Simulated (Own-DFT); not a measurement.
# Strain and stress in diamond-structure SiGeSn with randomly placed atoms, 64 atoms (Ge40Si16Sn8)

Calculated results; nothing here was measured. The program, named Own-DFT, is a retired in-house plane-wave density functional code that no person has reviewed. Each row is one single-point run on a periodic cell that was not relaxed, without spin or spin-orbit coupling.

Settings of every run: PBE; PseudoDojo norm-conserving scalar-relativistic files; cutoff 49 hartree; 3 x 3 x 3 k mesh centred on Gamma; Fermi-Dirac smearing of 0.1 eV.

Known limits: forces on such cells moved up to 12 meV/angstrom on a denser k mesh; stress not checked against mesh or cutoff.

Unstrained cell vectors in Å: (11.410, 0.000, 0.000); (0.000, 11.410, 0.000); (0.000, 0.000, 11.410). The unstrained cell has measured lattice constants (interpolated for alloys), not those of this functional. That, the random moves and any unrelaxed bonds set the pressure at no strain. Each run strains this cell uniformly, with the atoms carried along. Every atom was also moved at random, by a Gaussian of width 0.05 Å on each axis. The random placing of the alloy's atoms differs from row to row. Strain is the symmetric tensor, in per cent. Stress is positive in tension, and the pressure is minus a third of its trace.

```
run,e_xx (%),e_yy (%),e_zz (%),s_xx (GPa),s_yy (GPa),s_zz (GPa),P (GPa),E (meV/atom)
1,1.25,1.25,0.00,-2.67,-2.67,-3.57,2.97,10.7
2,-3.00,-3.00,0.00,-11.32,-11.07,-9.05,10.48,101.0
3,0.50,0.50,0.00,-4.12,-4.09,-4.15,4.12,26.2
4,-2.00,-2.00,0.00,-8.80,-8.90,-7.36,8.35,62.2
5,-0.50,-0.50,0.00,-5.62,-5.66,-5.33,5.54,22.6
6,1.00,1.00,0.00,-2.89,-3.00,-3.50,3.13,0.0
7,-1.00,-1.00,0.00,-7.04,-6.83,-6.14,6.67,51.8
8,0.75,0.75,0.00,-3.23,-3.50,-3.73,3.49,4.5
9,0.25,0.25,0.00,?,?,?,?,?
```

E is the free energy for each atom above the lowest run shown.

## Worked fit

The change of volume is close to e_xx + e_yy + e_zz. A straight line through the runs shown gives P = 4.94 - 89 x (fractional change of volume) GPa, with an error of 3 on the slope and a scatter of 0.21 GPa. The strain isn't the same on all axes, but the crystal is cubic, so the slope still estimates the bulk modulus, averaged over pressures from 3.0 to 10.5 GPa.

## Withheld run

Question: what pressure should run 9 give? Its volume changes by 0.50 %.

The line gives 4.5 GPa. The calculation gave 4.45 GPa.
